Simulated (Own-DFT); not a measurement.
## Calculated data, InP (zincblende, strained, atoms displaced)

A calculation, not a measurement: plane-wave PBE density functional theory by an unreviewed code, no spin, of a simulated periodic cell, stress positive in tension, free energy of the whole cell less one offset for each atom, forces on such cells moved up to 12 meV/angstrom on a denser k mesh; offsets are fitted by least squares, one for each functional and potential file, so energies compare only between cells with the same atoms and settings and are not formation energies; the far tail of each file's local potential was reset to the Coulomb form; each entry is a single point on an unrelaxed cell, so the pressure reflects the starting lattice, mostly measured values (interpolated for alloys), from which strain is counted, and rises with the displacements; printed positions are rounded, which can move forces by about a meV/angstrom; the program, named Own-DFT, is a retired in-house code; no spin-orbit coupling; before rounding, a Quantum ESPRESSO 7.3.1 run of the same cell and cutoff gave forces within 1 meV/angstrom rms on each cell, which checks the program and not the settings. Program: Own-DFT development build.

Settings shared by all entries: functional PBE; potential files PseudoDojo norm-conserving, scalar-relativistic, standard set; wave cutoff 36 hartree; occupations Fermi-Dirac; smearing width 0.1 eV; k mesh 3 x 3 x 3 centred on Gamma.

(1) InP (zincblende, strained, atoms displaced)

```
InP
1.0
     11.3066     0.0000     0.0000
      0.0000    11.3066     0.0000
      0.0000     0.0000    12.2113
In P In P In P In P In P In P In P In P
4 4 4 4 4 4 4 4 4 4 4 4 4 4 4 4
Direct
  0.00549 0.00968 0.99168
  0.99868 0.25238 0.25072
  0.25322 0.99668 0.25191
  0.25617 0.24962 0.99940
  0.12866 0.12762 0.11863
  0.12826 0.38527 0.38623
  0.36562 0.11507 0.37921
  0.36901 0.37261 0.11529
  0.99831 0.98542 0.49564
  0.99193 0.24873 0.76224
  0.24711 0.98878 0.76244
  0.25750 0.24140 0.50902
  0.11833 0.11914 0.61898
  0.12188 0.37947 0.88002
  0.36429 0.11038 0.87345
  0.37385 0.37697 0.62558
  0.99090 0.50307 0.99354
  0.00425 0.75810 0.25752
  0.24954 0.49446 0.24093
  0.25804 0.74555 0.99544
  0.11268 0.63101 0.12719
  0.12462 0.87205 0.37744
  0.38355 0.63020 0.37132
  0.37777 0.87805 0.13756
  0.99698 0.50901 0.49752
  0.99713 0.74574 0.75581
  0.25375 0.49954 0.75066
  0.23773 0.75143 0.50968
  0.11786 0.62428 0.62621
  0.12535 0.88315 0.88266
  0.37536 0.63598 0.88539
  0.37630 0.87629 0.62219
  0.50823 0.99659 0.00390
  0.50792 0.25247 0.24600
  0.74588 0.00976 0.25933
  0.76518 0.27025 0.01505
  0.62658 0.12411 0.14050
  0.62235 0.37491 0.37916
  0.86649 0.13918 0.36930
  0.87620 0.37589 0.12251
  0.50624 0.98800 0.50761
  0.49657 0.24338 0.74955
  0.75189 0.00264 0.74660
  0.75528 0.24381 0.50135
  0.64089 0.13853 0.62332
  0.61535 0.36226 0.86459
  0.88437 0.10987 0.86877
  0.87656 0.39557 0.61965
  0.50309 0.49825 0.99401
  0.48625 0.76497 0.23677
  0.75136 0.50450 0.24590
  0.75129 0.74977 0.98885
  0.61812 0.63267 0.12509
  0.62532 0.89050 0.37759
  0.87389 0.62191 0.38716
  0.87578 0.87182 0.11995
  0.49503 0.50165 0.50104
  0.50274 0.74386 0.75366
  0.74639 0.49001 0.75644
  0.76010 0.77157 0.50800
  0.62858 0.62097 0.63246
  0.62109 0.88838 0.88628
  0.88401 0.61562 0.86624
  0.86056 0.87636 0.62109
```

It finds free energy of cell above offsets -24.118 eV; pressure 7.64 GPa; stress xx -8.75 GPa; stress yy -8.52 GPa; stress zz -5.64 GPa; stress yz -0.96 GPa; stress xz 0.12 GPa; stress xy -0.06 GPa.

Force:
| element | x (eV/Å) | y (eV/Å) | z (eV/Å) |
| --- | --- | --- | --- |
| In | -0.236 | -0.825 | 2.378 |
| In | 1.314 | 0.331 | 0.238 |
| In | -1.3 | 0.684 | -0.011 |
| In | -0.811 | -0.432 | -1.086 |
| P | -0.237 | -0.139 | 1.175 |
| P | 0.365 | -1.14 | -0.933 |
| P | 1.722 | 0.819 | 0.058 |
| P | 1.617 | 0.446 | 0.901 |
| In | -0.623 | 1.705 | 0.165 |
| In | 0.85 | 0.985 | -2.085 |
| In | -0.258 | 0.311 | -3.047 |
| In | -0.957 | 0.286 | -0.561 |
| P | -0.067 | -0.079 | 1.307 |
| P | 0.646 | -0.46 | -0.385 |
| P | 1.861 | 1.421 | 0.956 |
| P | 0.3 | -0.304 | 0.377 |
| In | 1.298 | -0.111 | 1.522 |
| In | -1.488 | -0.834 | -0.556 |
| In | -0.29 | 0.881 | 0.809 |
| In | -2.194 | 1.662 | 2.499 |
| P | 0.959 | -0.493 | -0.668 |
| P | 0.794 | 0.378 | -0.207 |
| P | -1.217 | 0.098 | 0.061 |
| P | -2.682 | 2.323 | -4.386 |
| In | 1.107 | -0.647 | 0.345 |
| In | 0.685 | 1.474 | -0.855 |
| In | -0.489 | 0.457 | 0.48 |
| In | 1.355 | -0.408 | -0.767 |
| P | 0.527 | 0.043 | 0.849 |
| P | -0.377 | -2.514 | -0.134 |
| P | 1.139 | -2.148 | -2.181 |
| P | -0.538 | -0.73 | 1.471 |
| In | -1.594 | 1.832 | 1.727 |
| In | -1.766 | 0.456 | 1.164 |
| In | 1.232 | -1.228 | -0.852 |
| In | -3.496 | -3.854 | -3.467 |
| P | 0.212 | 0.414 | -2.829 |
| P | 0.476 | 0.177 | -0.253 |
| P | 1.732 | -1.344 | 0.391 |
| P | 2.39 | 2.657 | 2.59 |
| In | -0.294 | 2.097 | 0.125 |
| In | -1.013 | -1.026 | -0.788 |
| In | -0.948 | 0.059 | 0.518 |
| In | 0.6 | 2.633 | -0.345 |
| P | -2.191 | -1.734 | 1.162 |
| P | 1.328 | 0.631 | 2.245 |
| P | -2.029 | 1.594 | 0.683 |
| P | -0.348 | -2.334 | 0.955 |
| In | 0.061 | -0.086 | 0.449 |
| In | 3.491 | -3.013 | 3.856 |
| In | -0.599 | 0.224 | 0.784 |
| In | 0.262 | -0.374 | 0.592 |
| P | 0.664 | -0.387 | -0.506 |
| P | 0.17 | -2.258 | -0.588 |
| P | -1.214 | 1.817 | -1.867 |
| P | -0.02 | 0.867 | 0.507 |
| In | 0.607 | 0.419 | -0.077 |
| In | 0.061 | 0.927 | -0.257 |
| In | -0.031 | 0.309 | -0.58 |
| In | -3.557 | -3.917 | -3.591 |
| P | 0.044 | 0.524 | -0.709 |
| P | 1.403 | -1.73 | -2.725 |
| P | -2.236 | 0.65 | 0.338 |
| P | 3.829 | 1.957 | 3.618 |

(2) InP (zincblende, strained, atoms displaced)

```
InP
1.0
     11.3066     0.0000     0.0000
      0.0000    11.3066     0.0000
      0.0000     0.0000    12.2113
In P In P In P In P In P In P In P In P
4 4 4 4 4 4 4 4 4 4 4 4 4 4 4 4
Direct
  0.99819 0.98785 0.00141
  0.98766 0.24287 0.24350
  0.23767 0.99896 0.24214
  0.25679 0.24527 0.00248
  0.12272 0.12613 0.11946
  0.12028 0.37308 0.37912
  0.37675 0.11590 0.37078
  0.37282 0.37109 0.13008
  0.99863 0.99724 0.50595
  0.00127 0.25307 0.74579
  0.24082 0.00124 0.74524
  0.25043 0.25670 0.50001
  0.12479 0.12362 0.62884
  0.12598 0.38628 0.86955
  0.36852 0.12540 0.88130
  0.38305 0.37244 0.62070
  0.99291 0.50149 0.00241
  0.99537 0.75402 0.24506
  0.23747 0.49132 0.25874
  0.24697 0.74677 0.00137
  0.11931 0.61362 0.12911
  0.11408 0.86572 0.37039
  0.36636 0.63223 0.37713
  0.37353 0.86616 0.12952
  0.00474 0.49526 0.49163
  0.99771 0.75546 0.75526
  0.25300 0.48722 0.75467
  0.25039 0.73867 0.49964
  0.13905 0.62249 0.62267
  0.11792 0.86140 0.87702
  0.36223 0.62646 0.87215
  0.36708 0.87077 0.63966
  0.50369 0.00837 0.00848
  0.48779 0.24066 0.24323
  0.75485 0.99384 0.24625
  0.74182 0.24731 0.99291
  0.61653 0.13407 0.10728
  0.62814 0.36687 0.37849
  0.87024 0.12355 0.37832
  0.88031 0.38333 0.12258
  0.49877 0.99371 0.50594
  0.50244 0.25197 0.74576
  0.74905 0.00398 0.74344
  0.74776 0.24708 0.49587
  0.62596 0.12584 0.63392
  0.63048 0.37073 0.88160
  0.87682 0.11024 0.87612
  0.88866 0.37898 0.62789
  0.50286 0.50773 0.00614
  0.50160 0.74737 0.26109
  0.73730 0.50181 0.24735
  0.73263 0.73392 0.00667
  0.62718 0.63359 0.13747
  0.62179 0.86871 0.37267
  0.86514 0.62041 0.37112
  0.87881 0.86617 0.11847
  0.50602 0.51094 0.48460
  0.49741 0.76108 0.74182
  0.74235 0.50135 0.73950
  0.74478 0.75301 0.49611
  0.63083 0.62342 0.61778
  0.63064 0.87624 0.86697
  0.87130 0.63366 0.87427
  0.87171 0.86416 0.62044
```

The calculation gives: free energy of cell above offsets -27.338 eV; pressure 6.97 GPa; stress xx -8.1 GPa; stress yy -7.99 GPa; stress zz -4.81 GPa; stress yz 0.96 GPa; stress xz -0.33 GPa; stress xy 0.45 GPa.

Force:
| element | x (eV/Å) | y (eV/Å) | z (eV/Å) |
| --- | --- | --- | --- |
| In | 0.548 | 0.694 | -0.42 |
| In | 0.553 | 0.375 | 0.395 |
| In | 0.494 | -0.595 | 0.822 |
| In | -1.13 | 1.324 | -0.29 |
| P | -0.637 | -0.06 | -0.038 |
| P | -0.148 | -1.825 | -0.934 |
| P | -0.851 | -0.098 | 0.711 |
| P | -0.273 | 1.341 | -0.3 |
| In | 0.118 | -0.244 | -0.491 |
| In | 0.108 | -0.635 | 1.59 |
| In | 0.266 | -0.303 | 2 |
| In | 0.381 | -1.064 | -0.074 |
| P | -0.243 | 0.64 | -1.266 |
| P | -1.168 | -1.92 | 1.873 |
| P | 0.844 | -0.781 | -1.533 |
| P | 0.033 | 0.941 | -0.244 |
| In | 0.64 | 0.641 | -1.631 |
| In | -0.187 | -1.661 | 0.37 |
| In | 1.018 | 0.58 | -0.805 |
| In | -0.141 | -0.41 | 0.707 |
| P | 0.474 | 0.977 | -0.033 |
| P | 1.106 | 0.955 | 1.055 |
| P | 0.745 | -1.502 | -1.418 |
| P | 0.333 | 0.591 | -0.317 |
| In | -0.79 | 1.743 | 1.117 |
| In | -0.141 | -1.259 | -1.661 |
| In | 0.972 | 0.938 | -1.752 |
| In | -0.588 | 2.243 | 0.473 |
| P | -1.816 | -0.732 | 1.072 |
| P | 1.315 | 1.654 | 0.306 |
| P | 1.879 | -0.038 | 0.126 |
| P | -0.76 | 0.942 | -2.775 |
| In | -1.714 | -2.679 | -2.08 |
| In | 1.177 | 0.165 | 0.863 |
| In | -0.528 | 0.374 | -0.462 |
| In | 2.752 | -0.245 | 0.429 |
| P | 1.646 | 0.156 | 3.402 |
| P | -1.181 | 0.35 | -1.503 |
| P | 0.409 | -0.625 | -0.443 |
| P | -1.947 | -1.329 | 0.531 |
| In | -0.223 | 0.11 | 0.165 |
| In | -0.56 | 0.002 | 1.423 |
| In | 1.055 | -1.038 | 0.431 |
| In | 0.614 | 0.273 | 1.71 |
| P | -0.249 | 0.086 | -1.815 |
| P | -1.358 | 1.823 | -1.664 |
| P | 0.117 | 1.362 | -0.276 |
| P | -1.657 | -0.021 | -0.972 |
| In | -0.642 | -0.204 | -0.488 |
| In | -1.331 | 0.125 | -0.866 |
| In | 1.291 | -1.425 | 0.687 |
| In | 1.585 | 1.987 | -2.124 |
| P | -1.937 | -1.023 | -0.028 |
| P | 0.49 | 1.636 | 0.536 |
| P | 0.733 | 0.343 | 0.204 |
| P | -1.677 | 0.1 | 0.087 |
| In | -0.291 | -0.781 | 0.823 |
| In | 1.325 | -2.005 | 1.671 |
| In | 1.131 | -0.58 | 1.383 |
| In | 0.719 | -0.684 | -0.326 |
| P | -1.491 | 0.762 | 0.142 |
| P | -0.693 | -0.198 | 1.27 |
| P | -0.682 | -1.182 | 0.149 |
| P | 0.158 | 0.914 | 0.503 |

(3) InP (zincblende, strained, atoms displaced)

```
InP
1.0
     11.3066     0.0000     0.0000
      0.0000    11.3066     0.0000
      0.0000     0.0000    12.2113
In P In P In P In P In P In P In P In P
4 4 4 4 4 4 4 4 4 4 4 4 4 4 4 4
Direct
  0.99787 0.01616 0.99701
  0.99820 0.24953 0.25725
  0.24109 0.00517 0.24824
  0.25459 0.26051 0.00219
  0.12612 0.11964 0.11851
  0.12580 0.38037 0.36924
  0.36578 0.12909 0.37609
  0.38506 0.37814 0.12624
  0.99556 0.00603 0.49426
  0.98981 0.24032 0.74563
  0.24697 0.98404 0.74646
  0.24191 0.24857 0.49522
  0.12530 0.12824 0.63226
  0.13570 0.37397 0.87715
  0.37878 0.12638 0.86594
  0.37557 0.37024 0.63007
  0.00914 0.50277 0.99567
  0.00539 0.76073 0.24562
  0.25462 0.50577 0.25008
  0.25569 0.74575 0.99853
  0.12219 0.61748 0.12812
  0.13580 0.88822 0.38030
  0.36479 0.62324 0.37505
  0.36871 0.86335 0.13403
  0.00558 0.50236 0.49626
  0.99778 0.74896 0.74700
  0.25348 0.51347 0.75665
  0.25353 0.75313 0.48700
  0.12412 0.61258 0.62843
  0.11877 0.88000 0.87666
  0.37482 0.62162 0.85671
  0.38348 0.87154 0.62096
  0.50637 0.00126 0.00019
  0.50959 0.25719 0.24645
  0.75391 0.98878 0.25772
  0.74755 0.25076 0.00221
  0.62114 0.11476 0.12739
  0.62966 0.35801 0.36699
  0.87016 0.12628 0.37757
  0.87531 0.38186 0.12035
  0.49713 0.99801 0.50144
  0.50790 0.25741 0.76273
  0.74882 0.00905 0.75392
  0.75894 0.24059 0.51269
  0.62195 0.12353 0.63092
  0.62839 0.37820 0.88517
  0.86384 0.13476 0.87843
  0.87902 0.37112 0.62210
  0.48972 0.50615 0.99425
  0.51020 0.74237 0.24300
  0.75277 0.50608 0.25386
  0.75676 0.75348 0.99744
  0.63886 0.61773 0.12818
  0.62896 0.87138 0.37056
  0.87534 0.62327 0.37283
  0.86683 0.87770 0.12761
  0.50156 0.49528 0.50520
  0.49308 0.75591 0.74987
  0.75145 0.50435 0.74252
  0.75526 0.75105 0.50689
  0.62624 0.62277 0.62306
  0.63068 0.87253 0.86533
  0.88022 0.61606 0.86799
  0.88422 0.87948 0.61675
```

Results for InP (zincblende, strained, atoms displaced): free energy of cell above offsets -28.491 eV; pressure 6.65 GPa; stress xx -7.79 GPa; stress yy -7.65 GPa; stress zz -4.5 GPa; stress yz -0.24 GPa; stress xz -1.36 GPa; stress xy -0.48 GPa.

Force:
| element | x (eV/Å) | y (eV/Å) | z (eV/Å) |
| --- | --- | --- | --- |
| In | -0.811 | -1.166 | -0.13 |
| In | -0.092 | 0.199 | -1.308 |
| In | 1.262 | -0.054 | -0.326 |
| In | 0.574 | -1.224 | 0.102 |
| P | 0.101 | 1.682 | 0.694 |
| P | 0.145 | -0.354 | 0.223 |
| P | 1.218 | -0.301 | -0.698 |
| P | -0.818 | 0.332 | 0.06 |
| In | 1.114 | 0.302 | 0.53 |
| In | 0.821 | 0.94 | 0.934 |
| In | 0.5 | 1.061 | -0.017 |
| In | 0.145 | 0.662 | 0.933 |
| P | 0.109 | -0.869 | -0.872 |
| P | -1.123 | 0.097 | -1.035 |
| P | -0.752 | -0.834 | 1.084 |
| P | -0.323 | 0.188 | -0.084 |
| In | -0.405 | -0.765 | -0.103 |
| In | 0.057 | -0.336 | 0.683 |
| In | -0.223 | -0.951 | -0.711 |
| In | -0.69 | -0.067 | -0.159 |
| P | 0.425 | 1.133 | -0.335 |
| P | -1.587 | -0.645 | -0.401 |
| P | 2.47 | -0.152 | 0.004 |
| P | 0.665 | 0.97 | -0.717 |
| In | -0.547 | -0.354 | -0.083 |
| In | 0.35 | 0.118 | -0.129 |
| In | -1.793 | -3.321 | -2.238 |
| In | -0.506 | -0.288 | 1.982 |
| P | 0.262 | 1.737 | -0.697 |
| P | 0.033 | -0.89 | 0.324 |
| P | 1.632 | 2.207 | 3.267 |
| P | -1.45 | -0.167 | -0.269 |
| In | -1.269 | -0.861 | -0.669 |
| In | -1.326 | -1.733 | -0.456 |
| In | -0.41 | 1.426 | -0.374 |
| In | -0.452 | 0.251 | 1.556 |
| P | 1.131 | 0.611 | 0.532 |
| P | 1.303 | 1.873 | 2.265 |
| P | 0.068 | -0.12 | -0.716 |
| P | 0.315 | -0.536 | 0.517 |
| In | 0.589 | 0.739 | -1.063 |
| In | -0.212 | -0.001 | -0.997 |
| In | 0.559 | -0.843 | -0.864 |
| In | -1.298 | 0.246 | -0.628 |
| P | -0.305 | 0.284 | -0.404 |
| P | 0.155 | 0.981 | -0.779 |
| P | 0.781 | -0.591 | -0.34 |
| P | 0.14 | 1.019 | 0.164 |
| In | 1.029 | 0.17 | 0.431 |
| In | -0.585 | -0.087 | 0.674 |
| In | 0.223 | -1.778 | 0.33 |
| In | -0.251 | -0.851 | -0.469 |
| P | -1.264 | 0.7 | -1.848 |
| P | -0.949 | -0.52 | 1.446 |
| P | 0.744 | 1.137 | 0.57 |
| P | 1.525 | 0.23 | -0.992 |
| In | -0.283 | -0.592 | -0.972 |
| In | 1.452 | -0.449 | -0.358 |
| In | -0.117 | -1.021 | 0.518 |
| In | -0.224 | -0.173 | -0.778 |
| P | -0.478 | 0.761 | 0.135 |
| P | -0.331 | -0.136 | 1.075 |
| P | -0.288 | 0.876 | 0.634 |
| P | -0.74 | 0.103 | 1.356 |
